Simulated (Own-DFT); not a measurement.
# Point defects and the pressure they add: C11b WSi2

Calculated, not measured: single-point runs of Own-DFT, a retired in-house plane-wave DFT program that no person has reviewed, on unrelaxed cells, without spin or spin-orbit coupling.

Settings: PBE; PseudoDojo norm-conserving scalar-relativistic files; cutoff 50 hartree; 5 x 5 x 5 k mesh centred on Gamma; cold (Marzari-Vanderbilt) smearing of 0.2 eV.

Keep in mind: forces on such cells failed a check on a denser k mesh; stress not checked against mesh or cutoff.

All runs share one cell, with vectors in Å (-2.148, -5.953, 3.409); (-6.444, 2.976, 1.136); (-2.553, -2.948, -6.757) and a volume of 403.2 Å³. The atoms are randomly displaced, by u rms on each axis. The defect's site can differ from row to row.

```
cell,formula,u (Å),P (GPa)
no defect,Si20W10,0.0195,4.23
no defect,Si20W10,0.0205,4.45
no defect,Si20W10,0.0545,5.82
one Si on a W site,Si21W9,0.0315,6.20
one Si on a W site,Si21W9,0.0508,7.68
one Si on a W site,Si21W9,0.0568,7.91
one W on a Si site,Si19W11,0.0257,9.41
one W on a Si site,Si19W11,0.0476,11.43
one W on a Si site,Si19W11,0.0545,11.64
one Si vacancy,Si19W10,0.0296,3.35
one Si vacancy,Si19W10,0.0397,4.07
one Si vacancy,Si19W10,0.0587,4.87
one W vacancy,Si20W9,0.0277,3.66
one W vacancy,Si20W9,0.0299,3.48
one W vacancy,Si20W9,0.0526,4.41
one W vacancy,Si20W9,0.0544,?
```

## What the rows give

P = P0 + c u² + a shift for each defect gives P0 = 4.00 GPa, c = 660 ± 79 GPa/Å² and a scatter of 0.32 GPa. The shifts, and each times the cell's volume:

- one W on a Si site: 5.53 ± 0.26 GPa, 13.9 eV
- one Si on a W site: 1.76 ± 0.27 GPa, 4.4 eV
- one W vacancy: -1.13 ± 0.26 GPa, -2.8 eV
- one Si vacancy: -1.20 ± 0.26 GPa, -3.0 eV

Positive is outwards. The product with the volume (160.2 GPa Å³ to the eV) is nearly free of the cell's size; divided by the bulk modulus at the cell's pressure it gives the volume that the defect adds. The atoms around the defects weren't relaxed, which would change these numbers.

## Check

Asked: what pressure belongs in the blank (one W vacancy, u = 0.0544 Å)?

The fit gives 4.83 ± 0.38 GPa. The hidden result is 4.72 GPa.
